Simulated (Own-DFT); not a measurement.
# How strain changes the stress of wurtzite AlN, 128 atoms (Al64N64)

No measurement is shown. These are fixed-geometry runs of a retired plane-wave code named Own-DFT, which no person has reviewed; spin and spin-orbit coupling are neglected.

All runs used: PBE; PseudoDojo norm-conserving scalar-relativistic files; cutoff 42 hartree; 3 x 3 x 3 k mesh centred on Gamma; Gaussian smearing of 0.01 eV.

Limits: k mesh not checked against a denser one; stress not checked against mesh or cutoff.

Unstrained cell vectors in Å: (12.448, 0.000, 0.000); (-6.224, 10.780, 0.000); (0.000, 0.000, 9.964). The unstrained cell has measured lattice constants (interpolated for alloys), not those of this functional. That, the random moves and any unrelaxed bonds set the pressure at no strain. The cell is deformed uniformly in each run, and the atoms keep their fractional places. Each atom got a random Gaussian move of width 0.05 Å along each axis. Stress is counted positive in tension, P = -(s_xx + s_yy + s_zz)/3, and strain components are those of the symmetric tensor.

```
run,e_xx (%),e_yy (%),e_zz (%),e_yz (%),e_xz (%),e_xy (%),s_xx (GPa),s_yy (GPa),s_zz (GPa),s_yz (GPa),s_xz (GPa),s_xy (GPa),P (GPa),E (meV/atom)
1,1.25,0.87,-1.13,-0.34,-0.04,0.20,-0.26,-1.58,-8.53,-1.43,-0.42,0.92,3.46,0.0
2,0.40,-0.86,1.89,-1.14,0.20,-1.97,-4.10,-9.46,3.36,-2.56,-0.17,-7.92,3.40,17.1
3,-0.25,-1.59,0.56,-1.83,-1.09,-1.49,-10.42,-12.72,-3.95,-4.79,-3.02,-5.96,9.03,28.8
4,0.92,0.35,-1.30,0.85,1.82,-1.94,-1.49,-3.70,-12.62,1.55,4.16,-6.69,5.94,20.5
5,0.19,1.78,0.31,-1.42,0.83,-1.66,-3.11,1.74,-1.51,-3.15,3.09,-5.23,0.96,7.2
6,-0.55,1.15,1.30,-1.43,1.77,1.75,-7.34,0.62,0.98,-3.09,4.33,6.70,1.91,10.0
7,-0.65,-1.63,1.88,0.11,0.67,1.08,-8.08,-14.69,1.72,1.12,1.41,4.60,7.02,10.1
8,-1.98,0.71,-1.70,1.46,1.68,-0.57,-19.04,-5.66,-14.23,3.00,4.64,-0.92,12.98,47.2
9,0.73,-1.28,0.96,1.64,1.71,-1.04,-2.65,-9.33,-2.36,3.44,3.84,-2.57,4.78,10.0
10,-0.41,-0.31,1.06,-1.13,0.26,-1.44,-8.32,-7.05,-0.62,-2.73,0.91,-5.41,5.33,14.6
11,1.56,1.83,1.13,-0.11,1.39,0.69,3.93,4.56,0.31,-0.76,3.09,2.72,-2.93,5.9
12,-0.54,-0.54,-1.49,-1.95,-0.71,-1.01,-9.40,-8.83,-14.70,-5.07,-1.85,-2.07,10.98,12.6
13,1.41,1.22,-1.01,-1.64,1.51,0.00,1.10,0.43,-7.84,-4.23,3.40,0.45,2.10,5.8
14,0.83,0.27,1.91,1.89,1.88,-1.41,-1.16,-2.28,3.72,4.71,5.15,-4.92,-0.09,4.6
15,0.13,1.86,-0.48,0.94,0.45,-0.16,-3.83,2.28,-7.16,3.37,2.40,-1.07,2.90,16.7
16,-0.89,-0.05,-1.91,-0.42,0.02,-1.29,?,?,?,?,?,?,?,?
```

E is the free energy per atom, counted from the lowest run shown.

## Working it out

Regress every stress component on the fractional strains (shears doubled) of the visible runs, with a constant. Shear strains stay in the fit of a normal stress only where such slopes are resolved. The slopes, in GPa:

```
stress  at no strain  per e_xx  per e_yy  per e_zz  scatter
  s_xx          -6.4  536 ± 32   79 ± 26   71 ± 24     1.08
  s_yy          -5.9  108 ± 26  451 ± 21   40 ± 19     0.88
  s_zz          -5.8   44 ± 31   81 ± 25  481 ± 23     1.04
```

The slope of each shear stress on twice its own strain, from a fit on all six strains: yz 125 ± 7, xz 111 ± 8, xy 186 ± 9 GPa. These are stiffnesses along x, y and z of the frame in which the cell vectors are given, with the crystal's c axis along z: C11, C12, C13 and C33. Hexagonal symmetry asks that xx and yy behave alike, which is a second check on the noise. The atoms are held to the strained lattice; where symmetry lets them move under strain, relaxing them would lower some slopes. Symmetry asks for nearly equal slopes across the diagonal; the mismatch is a measure of noise. A ninth of the table's sum, 210 ± 5 GPa, estimates the bulk modulus near the mean pressure of these runs, 4.5 GPa, so it lies above the value at zero pressure.

## The run left out

Q: what normal stresses and pressure should run 16 give?

From the fit: s_xx = -12.6, s_yy = -7.8, s_zz = -15.4 and P = 11.9 GPa. The calculation gave -12.37, -9.26, -16.21 and P = 12.61 GPa.
